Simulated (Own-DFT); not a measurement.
# Stretching a layer in its plane: diamond-structure SiGeSn with randomly placed atoms, 64 atoms (Ge48Si8Sn8)

No measurement is shown. These are fixed-geometry runs of a retired plane-wave code named Own-DFT, which no person has reviewed; spin and spin-orbit coupling are neglected.

Common settings: PBE; PseudoDojo norm-conserving scalar-relativistic files; cutoff 49 hartree; 3 x 3 x 3 k mesh centred on Gamma; Fermi-Dirac smearing of 0.1 eV.

Limits: forces on such cells moved up to 12 meV/angstrom on a denser k mesh; stress not checked against mesh or cutoff.

Unstrained cell vectors in Å: (11.467, 0.000, 0.000); (0.000, 11.467, 0.000); (0.000, 0.000, 11.467). The unstrained cell has measured lattice constants (interpolated for alloys), not those of this functional. That, the random moves and any unrelaxed bonds set the pressure at no strain. Each run strains x and y alike by e, as a substrate would, and holds the height along z. Random moves of width 0.05 Å per axis were added to every atom. The random placing of the alloy's atoms differs from row to row. Stress is positive in tension.

| e (%) | u (Å) | (s_xx + s_yy)/2 (GPa) | s_zz (GPa) |
|---|---|---|---|
| -3.00 | 0.051 | -10.93 | -9.22 |
| -2.75 | 0.050 | -10.84 | -9.19 |
| -2.50 | 0.052 | -9.77 | -8.00 |
| -2.25 | 0.049 | ? | ? |
| -1.00 | 0.047 | -6.82 | -6.15 |
| -0.50 | 0.048 | -5.86 | -5.56 |
| 0.50 | 0.045 | -3.81 | -4.12 |
| 1.25 | 0.048 | -2.89 | -3.29 |
| 2.75 | 0.046 | -0.73 | -2.10 |
| 3.00 | 0.051 | -0.50 | -2.20 |

## Worked fit

With e as a fraction, the in-plane stress is -4.9 + 178 e - 1017 e² GPa (errors 3 and 177, scatter 0.19), and s_zz is -4.8 + 120 e - 1016 e² GPa (slope ± 4, scatter 0.25). At e = 0 the first slope is C11 + C12 and the second 2 C12, both with the ions held to the strained lattice and at the cell's own pressure. The term in e² is negative: the layer stiffens under compression and softens under tension. A free layer would change its height as e changes, and the in-plane slope would drop by 2 C12²/C11 to the biaxial modulus. At fixed height, a misfit of 1 % moves the in-plane stress by about 1.8 GPa and s_zz by 1.2 GPa.

## Test on the hidden row

Asked: what are the two stresses at e = -2.25 %?

The fit gives -9.4 and -8.0 GPa. The run itself gave -9.37 and -7.82 GPa.
